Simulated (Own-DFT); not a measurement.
# Response to strain: wurtzite AlGaN with randomly placed atoms, 96 atoms (Al12Ga36N48)

These are calculations, not measurements. The program, named Own-DFT, is a retired in-house plane-wave density functional code that no person has reviewed. Each row is one single-point run on a periodic cell that was not relaxed, without spin or spin-orbit coupling.

Settings of every run: PBE; PseudoDojo norm-conserving scalar-relativistic files (stringent for Ga); cutoff 96 hartree; 3 x 4 x 3 k mesh centred on Gamma; Gaussian smearing of 0.01 eV.

Known limits: k mesh not checked against a denser one; stress not checked against mesh or cutoff.

Unstrained cell vectors in Å: (12.679, 0.000, 0.000); (-4.755, 8.235, 0.000); (0.000, 0.000, 10.268). The unstrained cell has measured lattice constants (interpolated for alloys), not those of this functional. That, the random moves and any unrelaxed bonds set the pressure at no strain. Each run strains this cell uniformly, with the atoms carried along. Every atom was also moved at random, by a Gaussian of width 0.05 Å on each axis. The random placing of the alloy's atoms differs from row to row. Strain is the symmetric tensor, in per cent. Stress is positive in tension, and the pressure is minus a third of its trace.

```
run  e_xx (%)  e_yy (%)  e_zz (%)  s_xx (GPa)  s_yy (GPa)  s_zz (GPa)  P (GPa)  E (meV/atom)
  1      0.75      0.75      0.00       -2.26       -2.00       -6.70     3.65           0.0
  2     -3.00     -3.00      0.00      -25.64      -27.54      -10.85    21.35          74.5
  3      3.00      3.00      0.00        7.57        6.24       -3.55    -3.42          33.6
  4      2.75      2.75      0.00        7.24        6.19       -5.42    -2.67          24.8
  5      0.25      0.25      0.00       -5.98       -4.78       -7.04     5.93          16.0
  6     -0.75     -0.75      0.00      -10.63      -10.77       -8.47     9.95          22.7
  7      1.75      1.75      0.00        2.04        1.32       -5.25     0.63          18.6
  8     -2.00     -2.00      0.00      -20.86      -18.94      -10.55    16.78          75.7
  9     -1.50     -1.50      0.00           ?           ?           ?        ?             ?
```

E is the free energy for each atom above the lowest run shown.

## Worked fit

The change of volume is close to e_xx + e_yy + e_zz. A straight line through the runs shown gives P = 8.03 - 205 x (fractional change of volume) GPa, with an error of 10 on the slope and a scatter of 1.12 GPa. The strain isn't the same on all axes and the cell isn't cubic, so the slope belongs to this path and is not the bulk modulus.

## Withheld run

Question: what pressure should run 9 give? Its volume changes by -2.98 %.

The line gives 14.1 GPa. The calculation gave 13.70 GPa.
